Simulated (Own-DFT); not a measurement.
Simulation results for Hf$_{36}$O$_{71}$ (tetragonal hafnia with one neutral oxygen vacancy, atoms displaced)

All values are calculated (Own-DFT development build). A calculation, not a measurement: plane-wave PBE and HSE06 DFT by an unreviewed code, no spin, of a simulated cell at Gamma alone, so results move with cell size and shape, stress positive in tension, energies less offsets, not probed for a lower state with spin; hafnium file: forces about 75 meV/angstrom off all-electron values; oxygen file: force components 24 meV/angstrom off all-electron in a glass; k mesh not checked against a denser one; forces and stress are PBE's, HSE06 gives the energy alone, and its difference from PBE has offsets of its own; offsets are fitted by least squares, one for each functional and potential file, so energies compare only between cells with the same atoms and settings and are not formation energies; the far tail of each file's local potential was reset to the Coulomb form; each entry is a single point on an unrelaxed cell, so the pressure reflects the starting lattice, taken from the Materials Project, from which strain is counted, and rises with the displacements; printed positions are rounded, which can move forces by about a meV/angstrom; the program is a retired in-house code; no spin-orbit coupling.

Common to all runs: first functional PBE; second functional HSE06; exact exchange share 0.25; screening 0.11 1/bohr; exchange divergence Gygi-Baldereschi; potential files PseudoDojo norm-conserving, scalar-relativistic, made for PBE, standard set; wave cutoff 48 hartree; occupations fixed; k mesh 1 x 1 x 1 centred on Gamma.

(1) 
```cif
# cell vector a (Å): 10.7800 0.0000 0.0000
# cell vector b (Å): 0.0000 10.7800 0.0000
# cell vector c (Å): 0.0000 0.0000 10.4493
data_Hf36O71
_symmetry_space_group_name_H-M 'P 1'
_symmetry_Int_Tables_number 1
_cell_length_a 10.7800
_cell_length_b 10.7800
_cell_length_c 10.4493
_cell_angle_alpha 90.000
_cell_angle_beta 90.000
_cell_angle_gamma 90.000
_cell_volume 1214.30
loop_
_atom_site_label
_atom_site_type_symbol
_atom_site_fract_x
_atom_site_fract_y
_atom_site_fract_z
_atom_site_occupancy
Hf1 Hf 0.00270 0.00311 0.99521 1
Hf2 Hf 0.16680 0.16874 0.25164 1
O1 O 0.99737 0.16190 0.15014 1
O2 O 0.16751 0.00071 0.35300 1
O3 O 0.00213 0.17009 0.39578 1
O4 O 0.16545 0.99785 0.09588 1
Hf3 Hf 0.00088 0.99909 0.50105 1
Hf4 Hf 0.16329 0.16722 0.74450 1
O5 O 0.99909 0.16010 0.65487 1
O6 O 0.17082 0.00111 0.85319 1
O7 O 0.00370 0.17113 0.90018 1
O8 O 0.16776 0.00084 0.59849 1
Hf5 Hf 0.00431 0.33579 0.99757 1
Hf6 Hf 0.16590 0.50344 0.25205 1
O9 O 0.99878 0.50520 0.14787 1
O10 O 0.16605 0.32969 0.34598 1
O11 O 0.99778 0.49921 0.40186 1
O12 O 0.16601 0.33227 0.09626 1
Hf7 Hf 0.00240 0.33409 0.50220 1
Hf8 Hf 0.16832 0.49961 0.74565 1
O13 O 0.99819 0.50488 0.65299 1
O14 O 0.16383 0.33597 0.84779 1
O15 O 0.99953 0.49767 0.90105 1
O16 O 0.16888 0.33340 0.59564 1
Hf9 Hf 0.00399 0.66735 0.99731 1
Hf10 Hf 0.16445 0.83816 0.24787 1
O17 O 0.99987 0.83211 0.15135 1
O18 O 0.16425 0.66691 0.34676 1
O19 O 0.00085 0.82853 0.40077 1
O20 O 0.16688 0.66516 0.10053 1
Hf11 Hf 0.99857 0.66951 0.49918 1
Hf12 Hf 0.16923 0.83914 0.75380 1
O21 O 0.99501 0.83276 0.65332 1
O22 O 0.16896 0.66710 0.84514 1
O23 O 0.00017 0.83163 0.90681 1
O24 O 0.16407 0.66425 0.59967 1
Hf13 Hf 0.33241 0.99955 0.00079 1
Hf14 Hf 0.50596 0.16567 0.24488 1
O25 O 0.33237 0.17170 0.14974 1
O26 O 0.50077 0.00046 0.34406 1
O27 O 0.33604 0.16502 0.40387 1
O28 O 0.50451 0.00030 0.09884 1
Hf15 Hf 0.33320 0.00332 0.49641 1
Hf16 Hf 0.49681 0.16776 0.75100 1
O29 O 0.33304 0.17418 0.65190 1
O30 O 0.49775 0.00091 0.84640 1
O31 O 0.33365 0.16493 0.89757 1
O32 O 0.50354 0.00480 0.60016 1
Hf17 Hf 0.33005 0.33511 0.00402 1
Hf18 Hf 0.50310 0.49949 0.24333 1
O33 O 0.50466 0.33158 0.34517 1
O34 O 0.33162 0.50061 0.40479 1
O35 O 0.49908 0.32925 0.09629 1
Hf19 Hf 0.33675 0.32979 0.49899 1
Hf20 Hf 0.50360 0.49796 0.75055 1
O36 O 0.33248 0.49968 0.65122 1
O37 O 0.49734 0.33036 0.84768 1
O38 O 0.33238 0.49577 0.90747 1
O39 O 0.49814 0.33318 0.59950 1
Hf21 Hf 0.33465 0.66400 0.99973 1
Hf22 Hf 0.50076 0.83458 0.24841 1
O40 O 0.33237 0.83243 0.16101 1
O41 O 0.50194 0.66793 0.34994 1
O42 O 0.33116 0.82770 0.40053 1
O43 O 0.50170 0.66701 0.09555 1
Hf23 Hf 0.33896 0.67239 0.50225 1
Hf24 Hf 0.49906 0.83131 0.75368 1
O44 O 0.33398 0.83679 0.65286 1
O45 O 0.50052 0.66641 0.84487 1
O46 O 0.32687 0.83695 0.90316 1
O47 O 0.49917 0.66634 0.59448 1
Hf25 Hf 0.66688 0.99989 0.99488 1
Hf26 Hf 0.83298 0.16980 0.25143 1
O48 O 0.66522 0.17260 0.15368 1
O49 O 0.83277 0.99929 0.34722 1
O50 O 0.66531 0.16614 0.40695 1
O51 O 0.83030 0.00274 0.10121 1
Hf27 Hf 0.66602 0.00112 0.49868 1
Hf28 Hf 0.83158 0.16229 0.75293 1
O52 O 0.66452 0.16178 0.65359 1
O53 O 0.83478 0.00158 0.84776 1
O54 O 0.66620 0.16695 0.90710 1
O55 O 0.83505 0.99609 0.59859 1
Hf29 Hf 0.66663 0.33596 0.00078 1
Hf30 Hf 0.83262 0.50271 0.24614 1
O56 O 0.66674 0.50030 0.15312 1
O57 O 0.83475 0.33270 0.34974 1
O58 O 0.66793 0.50148 0.40211 1
O59 O 0.83783 0.33271 0.09902 1
Hf31 Hf 0.66650 0.33567 0.50153 1
Hf32 Hf 0.82787 0.49673 0.74550 1
O60 O 0.66722 0.49999 0.65219 1
O61 O 0.83587 0.33412 0.85060 1
O62 O 0.66284 0.50353 0.90975 1
O63 O 0.83507 0.33431 0.59207 1
Hf33 Hf 0.66827 0.66856 0.00253 1
Hf34 Hf 0.83038 0.84004 0.24746 1
O64 O 0.66753 0.83453 0.15161 1
O65 O 0.82861 0.66808 0.34707 1
O66 O 0.66389 0.83367 0.39982 1
O67 O 0.83218 0.66811 0.09954 1
Hf35 Hf 0.66719 0.66533 0.49822 1
Hf36 Hf 0.83251 0.83698 0.75336 1
O68 O 0.66917 0.83399 0.65773 1
O69 O 0.83754 0.66611 0.84674 1
O70 O 0.66633 0.83770 0.90161 1
O71 O 0.83197 0.66622 0.59550 1
_calc_PBE_energy_of_cell_above_offsets '-100.947'  # eV
_calc_HSE06_less_PBE_above_offsets '-0.135'  # eV
_calc_PBE_pressure 0.93  # GPa
_calc_PBE_stress_xx -0.82  # GPa
_calc_PBE_stress_yy -0.46  # GPa
_calc_PBE_stress_zz -1.52  # GPa
_calc_PBE_stress_yz 0.11  # GPa
_calc_PBE_stress_xz -0.28  # GPa
_calc_PBE_stress_xy -0.01  # GPa
```

Force:
```tsv
element	x (eV/Å)	y (eV/Å)	z (eV/Å)
Hf	-0.54	0.182	1.236
Hf	-0.568	-0.251	-0.538
O	0.761	0.01	0.157
O	0.065	0.128	-0.398
O	-0.161	-0.768	1.125
O	0.299	-0.053	0.422
Hf	-0.316	-0.194	-0.529
Hf	1.015	0.517	1.279
O	-0.449	0.275	-0.658
O	-0.791	0.405	-0.618
O	-0.15	-0.929	-0.196
O	-0.001	0.058	0.264
Hf	-0.717	0.322	0.045
Hf	0.14	0.255	0.117
O	0.359	-0.242	0.572
O	0.226	0.877	0.061
O	0.214	-0.078	0.018
O	0.027	0.403	0.617
Hf	-0.268	0.514	-1.18
Hf	-0.728	0.617	0.13
O	-0.089	-0.766	-0.004
O	0.265	-0.611	-0.464
O	0.207	0.746	0.093
O	-0.495	-0.181	0.272
Hf	-0.725	-1.058	0.406
Hf	-0.269	-1.025	0.715
O	-0.214	0.23	0.055
O	-0.095	0.067	-0.307
O	-0.011	1.628	0.117
O	0.899	-0.311	-0.535
Hf	0.348	-0.901	0.383
Hf	-0.474	-1.211	-0.662
O	1.147	0.375	0.194
O	0.058	0.061	0.436
O	0.149	1.04	-0.678
O	0.625	0.4	-0.467
Hf	0.384	1.044	-0.052
Hf	-1.156	0.251	0.47
O	0.16	-0.608	0.424
O	-0.218	-0.101	0.411
O	-0.17	0.263	-0.447
O	-0.672	-0.013	-0.386
Hf	0.604	-1.156	0.437
Hf	-0.164	-0.56	-0.152
O	-0.289	-0.506	-0.329
O	0.162	-0.47	0.328
O	-0.081	0.125	0.659
O	-1.025	-0.336	-0.769
Hf	0.321	-1.337	-0.526
Hf	-1.262	0.139	1.401
O	-0.171	0.513	-0.011
O	0.098	-0.189	-0.541
O	0.096	0.939	0.067
Hf	-0.254	1.027	-0.197
Hf	-1.294	-0.282	-0.083
O	0.95	-0.056	0.703
O	0.607	1.039	0.013
O	0.249	1.116	0.084
O	0.87	0.256	-0.092
Hf	-0.801	0.009	0.127
Hf	0.204	-0.321	0.708
O	0.321	0.251	-1.256
O	-0.071	-0.562	-0.886
O	0.225	1.762	0.411
O	-0.439	-0.303	0.19
Hf	-1.655	-1.317	-0.449
Hf	0.503	0.925	-0.876
O	0.061	-0.189	0.118
O	-0.327	-0.138	0.345
O	0.55	-0.795	0.198
O	0.864	0.067	0.951
Hf	0.018	0.236	1.226
Hf	0.552	-0.024	-0.306
O	0.864	0.072	-0.133
O	0.153	0.652	0.486
O	0.127	0.283	-0.403
O	0.208	-0.267	-0.905
Hf	0.085	-0.44	0.518
Hf	-0.318	1.114	-0.497
O	0.897	0.584	0.458
O	0.147	0.013	0.636
O	0.244	0.308	-0.566
O	-0.336	0.456	-0.185
Hf	0.631	-0.661	0.382
Hf	0.969	-0.053	0.853
O	-0.016	-0.182	-0.458
O	-0.446	0.375	-0.428
O	-0.117	-0.596	0.158
O	-0.783	0.136	-0.153
Hf	-0.027	-0.357	-0.836
Hf	2.28	0.834	0.882
O	-0.808	-0.284	-0.195
O	-0.785	-0.326	-0.763
O	-0.043	-0.511	-1.037
O	-0.361	-0.09	1.033
Hf	0.819	0.616	-0.143
Hf	0.586	-1.078	0.125
O	-0.476	-0.228	-0.357
O	0.075	0.108	-0.322
O	0.068	0.221	0.451
O	0.068	-0.139	-0.506
Hf	0.396	0.807	-0.537
Hf	0.146	-1.314	-0.722
O	-0.87	-0.12	-0.279
O	-0.583	-0.098	-0.102
O	0.001	-0.937	0.053
O	-0.289	-0.133	0.098
```

(2) 
```cif
# cell vector a (Å): 10.7800 0.0000 0.0000
# cell vector b (Å): 0.0000 10.7800 0.0000
# cell vector c (Å): 0.0000 0.0000 10.4493
data_Hf36O71
_symmetry_space_group_name_H-M 'P 1'
_symmetry_Int_Tables_number 1
_cell_length_a 10.7800
_cell_length_b 10.7800
_cell_length_c 10.4493
_cell_angle_alpha 90.000
_cell_angle_beta 90.000
_cell_angle_gamma 90.000
_cell_volume 1214.30
loop_
_atom_site_label
_atom_site_type_symbol
_atom_site_fract_x
_atom_site_fract_y
_atom_site_fract_z
_atom_site_occupancy
Hf1 Hf 0.99701 0.00339 0.00103 1
Hf2 Hf 0.16927 0.16367 0.24744 1
O1 O 0.99664 0.16466 0.14893 1
O2 O 0.16417 0.99319 0.34277 1
O3 O 0.99740 0.16462 0.40143 1
O4 O 0.16528 0.99997 0.10112 1
Hf3 Hf 0.99718 0.99462 0.50352 1
Hf4 Hf 0.16965 0.16787 0.74927 1
O5 O 0.00368 0.16108 0.65222 1
O6 O 0.17147 0.00260 0.84600 1
O7 O 0.16265 0.99976 0.59583 1
Hf5 Hf 0.99884 0.33675 0.00211 1
Hf6 Hf 0.16252 0.49962 0.25141 1
O8 O 0.99937 0.49545 0.15314 1
O9 O 0.16825 0.33222 0.35243 1
O10 O 0.99835 0.50117 0.40410 1
O11 O 0.16525 0.33514 0.09484 1
Hf7 Hf 0.99717 0.33221 0.49857 1
Hf8 Hf 0.16707 0.50605 0.74926 1
O12 O 0.99704 0.50178 0.65201 1
O13 O 0.16109 0.33096 0.84885 1
O14 O 0.99801 0.49955 0.90365 1
O15 O 0.16972 0.33536 0.60109 1
Hf9 Hf 0.99891 0.67072 0.99870 1
Hf10 Hf 0.16825 0.82529 0.25352 1
O16 O 0.00273 0.83056 0.15231 1
O17 O 0.16665 0.66805 0.34720 1
O18 O 0.99799 0.83058 0.39966 1
O19 O 0.16320 0.66712 0.10099 1
Hf11 Hf 0.99878 0.66641 0.49834 1
Hf12 Hf 0.16842 0.83404 0.75033 1
O20 O 0.99942 0.83027 0.65384 1
O21 O 0.16280 0.66680 0.84991 1
O22 O 0.00135 0.83551 0.90482 1
O23 O 0.16566 0.66607 0.59676 1
Hf13 Hf 0.33199 0.00235 0.00232 1
Hf14 Hf 0.49911 0.16618 0.25287 1
O24 O 0.33117 0.16183 0.15211 1
O25 O 0.49787 0.00585 0.34676 1
O26 O 0.33381 0.16505 0.40744 1
O27 O 0.49699 0.00184 0.09955 1
Hf15 Hf 0.33350 0.99689 0.50068 1
Hf16 Hf 0.50172 0.16874 0.75070 1
O28 O 0.33161 0.16371 0.65024 1
O29 O 0.50062 0.00187 0.84725 1
O30 O 0.33221 0.16320 0.90723 1
O31 O 0.50066 0.00235 0.59809 1
Hf17 Hf 0.33216 0.33635 0.99641 1
Hf18 Hf 0.50109 0.49866 0.25223 1
O32 O 0.33688 0.50519 0.14891 1
O33 O 0.49873 0.33669 0.34632 1
O34 O 0.33241 0.49968 0.39668 1
O35 O 0.49946 0.33340 0.09626 1
Hf19 Hf 0.33138 0.33376 0.49783 1
Hf20 Hf 0.49958 0.50148 0.74638 1
O36 O 0.33596 0.50609 0.64918 1
O37 O 0.50659 0.33487 0.84387 1
O38 O 0.33381 0.50202 0.90364 1
O39 O 0.50115 0.33301 0.59805 1
Hf21 Hf 0.33040 0.66766 0.99397 1
Hf22 Hf 0.49590 0.82766 0.24943 1
O40 O 0.33335 0.83145 0.14860 1
O41 O 0.50151 0.66600 0.34894 1
O42 O 0.32865 0.83441 0.40324 1
O43 O 0.50110 0.66327 0.09543 1
Hf23 Hf 0.33437 0.66556 0.50168 1
Hf24 Hf 0.49750 0.83422 0.75005 1
O44 O 0.33492 0.83308 0.65252 1
O45 O 0.49861 0.66275 0.84414 1
O46 O 0.33254 0.83211 0.89959 1
O47 O 0.50078 0.66673 0.59814 1
Hf25 Hf 0.66616 0.00366 0.99676 1
Hf26 Hf 0.82776 0.16780 0.24973 1
O48 O 0.66667 0.16789 0.15475 1
O49 O 0.83486 0.99563 0.34718 1
O50 O 0.66367 0.17180 0.40491 1
O51 O 0.83688 0.00057 0.09496 1
Hf27 Hf 0.66757 0.00243 0.50214 1
Hf28 Hf 0.83332 0.16806 0.74967 1
O52 O 0.67061 0.16904 0.65400 1
O53 O 0.83483 0.00191 0.84780 1
O54 O 0.66189 0.16314 0.89738 1
O55 O 0.83294 0.99690 0.59723 1
Hf29 Hf 0.66835 0.33432 0.99976 1
Hf30 Hf 0.83055 0.50282 0.25218 1
O56 O 0.66802 0.49751 0.14999 1
O57 O 0.83185 0.33450 0.34816 1
O58 O 0.66765 0.50233 0.40134 1
O59 O 0.83483 0.33651 0.10110 1
Hf31 Hf 0.66332 0.33470 0.50062 1
Hf32 Hf 0.83413 0.49910 0.74944 1
O60 O 0.66706 0.50251 0.65012 1
O61 O 0.83676 0.32997 0.84632 1
O62 O 0.66052 0.49788 0.90296 1
O63 O 0.83003 0.33201 0.60087 1
Hf33 Hf 0.66725 0.67067 0.99781 1
Hf34 Hf 0.83198 0.83413 0.25495 1
O64 O 0.66428 0.83414 0.15293 1
O65 O 0.83510 0.66482 0.34960 1
O66 O 0.66911 0.83197 0.39968 1
O67 O 0.83403 0.66940 0.10082 1
Hf35 Hf 0.67174 0.66745 0.50425 1
Hf36 Hf 0.83835 0.83506 0.75019 1
O68 O 0.66813 0.83757 0.65559 1
O69 O 0.83239 0.66942 0.84897 1
O70 O 0.66651 0.83399 0.89755 1
O71 O 0.83750 0.66697 0.60039 1
_calc_PBE_energy_of_cell_above_offsets '-101.288'  # eV
_calc_HSE06_less_PBE_above_offsets '-0.158'  # eV
_calc_PBE_pressure 0.55  # GPa
_calc_PBE_stress_xx 0.35  # GPa
_calc_PBE_stress_yy -0.98  # GPa
_calc_PBE_stress_zz -1.03  # GPa
_calc_PBE_stress_yz 0.36  # GPa
_calc_PBE_stress_xz -0.01  # GPa
_calc_PBE_stress_xy 0.03  # GPa
```

Force:
```tsv
element	x (eV/Å)	y (eV/Å)	z (eV/Å)
Hf	0.891	0.737	0.097
Hf	-1.222	-0.712	0.284
O	0.371	0.284	0.274
O	0.204	1.134	0.568
O	-0.031	0.117	0.463
O	0.102	0.266	-0.862
Hf	0.6	0.866	-1.094
Hf	-0.476	-0.043	0.122
O	-0.781	0.507	0.533
O	-0.457	-0.57	-0.071
O	0.799	-0.64	0.036
Hf	0.048	-1.057	-0.258
Hf	0.928	-0.133	-0.647
O	-0.145	0.266	0.375
O	-0.175	-0.006	-0.544
O	0.341	-0.439	-0.192
O	0.726	-0.032	0.507
Hf	0.36	-0.529	0.192
Hf	-0.5	-1.331	-0.243
O	0.654	-0.193	0.212
O	0.244	0.701	-0.219
O	-0.042	0.589	-0.309
O	-0.575	0.246	-0.359
Hf	-0.208	-0.033	0.917
Hf	-0.563	1.494	-1.583
O	-0.649	-0.033	0.424
O	-0.009	-1.437	0.897
O	-0.063	-0.014	0.618
O	0.537	-0.335	-0.666
Hf	0.095	0.033	0.085
Hf	-0.187	0.745	0.207
O	0.698	0.249	-0.299
O	0.32	0.225	-0.193
O	0.006	0.034	-0.637
O	0.247	-0.035	0.271
Hf	-0.412	-0.554	0.368
Hf	-0.354	0.2	-0.713
O	0.48	0.468	0.366
O	0.16	-1.589	0.361
O	-0.15	0.251	-0.629
O	0.758	0.099	-0.415
Hf	-0.331	0.79	0.064
Hf	-0.126	-0.367	-0.281
O	0.748	0.183	0.486
O	-0.164	-0.452	-0.046
O	0.359	1.488	-0.722
O	0.083	-0.245	-0.141
Hf	0.033	-0.323	0.85
Hf	-0.282	0.626	-1.216
O	-0.906	-0.46	0.485
O	0.038	-0.732	0.424
O	-0.009	0.329	0.733
O	-0.078	-0.216	-0.287
Hf	-0.18	-0.165	0.088
Hf	0.712	-0.206	0.3
O	-0.704	-0.125	0.175
O	-0.776	-0.2	0.187
O	-0.414	-0.609	-1.074
O	-0.634	0.039	-0.164
Hf	0.428	-0.055	1.815
Hf	0.635	0.779	-0.46
O	0.043	-0.244	0.356
O	-0.367	0.106	0.089
O	0.621	-0.723	-0.072
O	-0.098	0.603	-0.2
Hf	0.173	-0.323	-0.459
Hf	0.996	0.071	0.368
O	-0.523	0.011	-0.316
O	-0.063	1.001	0.198
O	0.022	0.313	-0.203
O	0.236	0.261	-0.295
Hf	-0.28	-1.005	0.55
Hf	1.638	-0.073	0.172
O	-0.355	-0.181	-0.475
O	-0.477	1.383	0.259
O	0.233	-0.889	-0.248
O	-1.407	-0.107	0.307
Hf	-0.347	-0.575	-0.319
Hf	0.976	-0.264	0.07
O	-0.97	-0.351	-0.468
O	0.289	-0.031	-0.046
O	0.317	0.922	0.549
O	-0.08	0.086	0.163
Hf	-0.361	0.187	0.273
Hf	0.121	-0.53	-0.736
O	-0.138	0.004	0.393
O	0.152	-0.094	0.206
O	-0.019	-0.091	0.244
O	-0.65	-0.386	-0.46
Hf	0.583	0.439	0.05
Hf	-0.071	0.169	0.42
O	0.173	0.082	0.156
O	-0.067	0.525	0.49
O	0.768	0.478	-0.109
O	0.611	0.204	-0.43
Hf	0.042	-0.353	0.436
Hf	0.362	-0.67	-1.294
O	0.043	-0.02	-0.045
O	-0.154	0.433	0.439
O	-0.155	0.361	0.804
O	-0.36	-0.261	-0.392
Hf	-0.467	0.14	-0.385
Hf	-1.047	-0.02	0.479
O	-0.144	-0.321	-0.476
O	0.014	-0.548	-0.122
O	-0.195	0.316	0.704
O	-0.617	0.087	-0.084
```

(3) 
```cif
# cell vector a (Å): 10.7800 0.0000 0.0000
# cell vector b (Å): 0.0000 10.7800 0.0000
# cell vector c (Å): 0.0000 0.0000 10.4493
data_Hf36O71
_symmetry_space_group_name_H-M 'P 1'
_symmetry_Int_Tables_number 1
_cell_length_a 10.7800
_cell_length_b 10.7800
_cell_length_c 10.4493
_cell_angle_alpha 90.000
_cell_angle_beta 90.000
_cell_angle_gamma 90.000
_cell_volume 1214.30
loop_
_atom_site_label
_atom_site_type_symbol
_atom_site_fract_x
_atom_site_fract_y
_atom_site_fract_z
_atom_site_occupancy
Hf1 Hf 0.00692 0.98764 0.00123 1
Hf2 Hf 0.15418 0.18216 0.24546 1
O1 O 0.99822 0.17481 0.15382 1
O2 O 0.16932 0.00004 0.33945 1
O3 O 0.99952 0.17011 0.39214 1
O4 O 0.17193 0.99929 0.11341 1
Hf3 Hf 0.98931 0.01275 0.50324 1
Hf4 Hf 0.16641 0.17423 0.75177 1
O5 O 0.98185 0.16470 0.64348 1
O6 O 0.14955 0.99917 0.84010 1
O7 O 0.99254 0.16911 0.90492 1
O8 O 0.17106 0.00469 0.58450 1
Hf5 Hf 0.00658 0.33287 0.00400 1
Hf6 Hf 0.16634 0.50639 0.25280 1
O9 O 0.00822 0.49978 0.15957 1
O10 O 0.16195 0.33747 0.34570 1
O11 O 0.00035 0.50366 0.39557 1
O12 O 0.16583 0.33281 0.10839 1
Hf7 Hf 0.98661 0.33768 0.49533 1
Hf8 Hf 0.16999 0.50600 0.75533 1
O13 O 0.02026 0.49378 0.65260 1
O14 O 0.16681 0.32680 0.84557 1
O15 O 0.00156 0.49655 0.89640 1
O16 O 0.17095 0.34134 0.59214 1
Hf9 Hf 0.99140 0.66901 0.99840 1
Hf10 Hf 0.16492 0.82143 0.26489 1
O17 O 0.00520 0.82919 0.15557 1
O18 O 0.16720 0.67394 0.34551 1
O19 O 0.00694 0.83109 0.40646 1
O20 O 0.18383 0.67673 0.09715 1
Hf11 Hf 0.00994 0.67604 0.49310 1
Hf12 Hf 0.16313 0.82854 0.74694 1
O21 O 0.00661 0.83024 0.64163 1
O22 O 0.16453 0.66189 0.84892 1
O23 O 0.99401 0.84799 0.91272 1
O24 O 0.16358 0.66845 0.60006 1
Hf13 Hf 0.32239 0.00570 0.00444 1
Hf14 Hf 0.49335 0.17897 0.25318 1
O25 O 0.34777 0.17077 0.14031 1
O26 O 0.48242 0.99603 0.35407 1
O27 O 0.32402 0.16903 0.41731 1
O28 O 0.50261 0.99288 0.09093 1
Hf15 Hf 0.34547 0.99670 0.49952 1
Hf16 Hf 0.49308 0.15858 0.73433 1
O29 O 0.33593 0.16855 0.65866 1
O30 O 0.51450 0.99619 0.85345 1
O31 O 0.33150 0.14850 0.91363 1
O32 O 0.49729 0.99508 0.59436 1
Hf17 Hf 0.33748 0.33572 0.99834 1
Hf18 Hf 0.49680 0.50917 0.24319 1
O33 O 0.33650 0.51183 0.14870 1
O34 O 0.48839 0.33647 0.33594 1
O35 O 0.33872 0.49138 0.40015 1
O36 O 0.51140 0.32770 0.10028 1
Hf19 Hf 0.33844 0.33479 0.49755 1
Hf20 Hf 0.50465 0.49904 0.73588 1
O37 O 0.32953 0.50763 0.66944 1
O38 O 0.49371 0.33718 0.85107 1
O39 O 0.33286 0.49391 0.89971 1
O40 O 0.50608 0.34078 0.59021 1
Hf21 Hf 0.32153 0.67475 0.99981 1
Hf22 Hf 0.50844 0.82686 0.24920 1
O41 O 0.34207 0.84729 0.15114 1
O42 O 0.48884 0.65193 0.35671 1
O43 O 0.31565 0.84625 0.38705 1
O44 O 0.50639 0.67327 0.09427 1
Hf23 Hf 0.33362 0.66135 0.50140 1
Hf24 Hf 0.50821 0.82659 0.74724 1
O45 O 0.33601 0.83429 0.64915 1
O46 O 0.49845 0.66429 0.84854 1
O47 O 0.33724 0.84498 0.89743 1
O48 O 0.50461 0.66825 0.59077 1
Hf25 Hf 0.67346 0.01099 0.01519 1
Hf26 Hf 0.82954 0.16945 0.23514 1
O49 O 0.67256 0.17522 0.13279 1
O50 O 0.82001 0.99520 0.35563 1
O51 O 0.67985 0.17338 0.39360 1
O52 O 0.83546 0.00309 0.10156 1
Hf27 Hf 0.66796 0.98867 0.49140 1
Hf28 Hf 0.84409 0.15645 0.75202 1
O53 O 0.66706 0.15968 0.65257 1
O54 O 0.83519 0.00469 0.84938 1
O55 O 0.67180 0.16074 0.89118 1
O56 O 0.84155 0.00150 0.58856 1
Hf29 Hf 0.67471 0.33378 0.99764 1
Hf30 Hf 0.82628 0.51230 0.25183 1
O57 O 0.66466 0.51553 0.14467 1
O58 O 0.83571 0.33252 0.33928 1
O59 O 0.67206 0.49922 0.40434 1
O60 O 0.82442 0.32818 0.08725 1
Hf31 Hf 0.66070 0.33829 0.49653 1
Hf32 Hf 0.84417 0.50789 0.74675 1
O61 O 0.66454 0.50835 0.66350 1
O62 O 0.82135 0.33348 0.84211 1
O63 O 0.66624 0.50593 0.90637 1
O64 O 0.84679 0.32813 0.59937 1
Hf33 Hf 0.67126 0.66421 0.00251 1
Hf34 Hf 0.84066 0.82175 0.25744 1
O65 O 0.67893 0.85335 0.16102 1
O66 O 0.84700 0.67984 0.34919 1
O67 O 0.83092 0.66652 0.10315 1
Hf35 Hf 0.66867 0.67232 0.50371 1
Hf36 Hf 0.83646 0.83563 0.76664 1
O68 O 0.66252 0.83919 0.65356 1
O69 O 0.83465 0.67327 0.85228 1
O70 O 0.66833 0.82833 0.89782 1
O71 O 0.82072 0.66261 0.60948 1
_calc_PBE_energy_of_cell_above_offsets '-84.956'  # eV
_calc_HSE06_less_PBE_above_offsets '0.695'  # eV
_calc_PBE_pressure 6.17  # GPa
_calc_PBE_stress_xx -7.07  # GPa
_calc_PBE_stress_yy -5.46  # GPa
_calc_PBE_stress_zz -5.97  # GPa
_calc_PBE_stress_yz 0.87  # GPa
_calc_PBE_stress_xz 0.65  # GPa
_calc_PBE_stress_xy -0.34  # GPa
```

Force:
```tsv
element	x (eV/Å)	y (eV/Å)	z (eV/Å)
Hf	0.693	7.079	4.068
Hf	2.126	-3.731	1.99
O	-0.541	0.5	-1.499
O	-1.253	1.216	-0.132
O	-0.297	0.055	0.582
O	-2.356	0.656	-2.399
Hf	5.638	-0.137	-2.833
Hf	-0.352	-2.472	-1.986
O	5.36	0.016	-0.868
O	-0.043	0.076	0.301
O	0.644	0.11	0.054
O	-1.102	0.138	1.334
Hf	-1.293	-0.887	-0.668
Hf	0.902	-2.196	0.24
O	-2.04	0.902	-1.713
O	0.49	1.376	0.069
O	-0.356	0.997	0.692
O	0.857	0.491	-1.563
Hf	3.633	-0.368	-1.39
Hf	0.324	-2.675	-0.109
O	-3.86	0.76	-0.561
O	-0.024	1.548	1.541
O	-0.587	1.063	1.334
O	-0.075	-1.272	0.186
Hf	1.267	-0.541	0.674
Hf	2.258	9.091	-3.97
O	-1.13	-0.764	-1.022
O	0.09	-6.299	3.616
O	-0.394	1.669	-1.161
O	-6.092	-0.366	2.228
Hf	-1.163	-1.609	2.046
Hf	2.615	1.908	-1.199
O	-1.637	-0.281	1.952
O	-0.621	2.681	1.279
O	-0.544	-7.602	-3.644
O	1.436	-0.08	-0.418
Hf	2.791	-4.773	2.611
Hf	0.754	-2.977	-2.06
O	-1.875	0.535	1.817
O	2.631	0.52	-1.138
O	1.174	0.672	-1.364
O	0.478	0.441	1.262
Hf	-4.319	-0.281	-1.411
Hf	4.838	-1.269	4.806
O	-2.219	0.61	-0.773
O	-0.684	0.346	-2.569
O	-0.656	5.859	-3.936
O	2.186	0.635	1.108
Hf	1.921	-1.125	-0.221
Hf	0.109	-1.417	-1.231
O	-0.651	-0.752	0.178
O	0.861	1.347	1.936
O	-1.172	2.177	0.291
O	-1.411	1.198	-0.168
Hf	-2.516	-1.344	0.626
Hf	-1.535	0.002	4.978
O	1.483	0.598	-3.358
O	-0.237	-0.895	-1.36
O	-1.183	1.268	1.393
O	-1.283	0.119	0.671
Hf	6.229	0.613	-2.999
Hf	-2.121	1.873	-1.679
O	-0.403	-2.141	0.663
O	0.637	2.714	-0.444
O	1.737	-3.636	2.506
O	-0.696	0.323	1.24
Hf	0.314	1.562	0.09
Hf	-2.238	1.679	3.242
O	-0.681	-1.014	-0.176
O	-0.004	-0.266	-1.236
O	-1.557	-1.622	0.023
O	-0.844	-0.215	0.375
Hf	-3.147	-0.184	-3.256
Hf	-0.337	-0.719	1.701
O	-1.211	-1.126	1.865
O	0.354	-0.768	-0.987
O	-1.648	-0.196	0.433
O	2.576	0.35	0.31
Hf	0.374	1.668	0.757
Hf	-4.902	2.922	1.418
O	-0.069	0.349	-1.411
O	0.533	-2.735	0.475
O	0.018	1.269	1.536
O	-4.592	-1.27	2.805
Hf	-3.006	-1.44	-3.9
Hf	0.8	-2.249	0.212
O	0.835	-0.735	2.026
O	0.186	1.991	-0.282
O	0.563	1.44	-0.659
O	4.411	1.15	2.086
Hf	3.273	-2.572	0.096
Hf	-0.471	-2.331	0.389
O	2.674	-0.875	-1.996
O	0.891	1.127	-0.653
O	0.636	-0.079	-0.389
O	-4.255	1.838	0.224
Hf	-2.623	0.504	-1.897
Hf	-0.37	6.819	-2.723
O	-0.693	-1.766	1.018
O	-1.278	-5.183	2.623
O	1.724	-0.064	0.374
Hf	-0.411	0.007	0.125
Hf	-1.815	1.421	-2.102
O	2.973	-0.026	-1.889
O	1.895	-1.314	1.157
O	1.308	0.165	0.59
O	2.374	0.193	-0.834
```
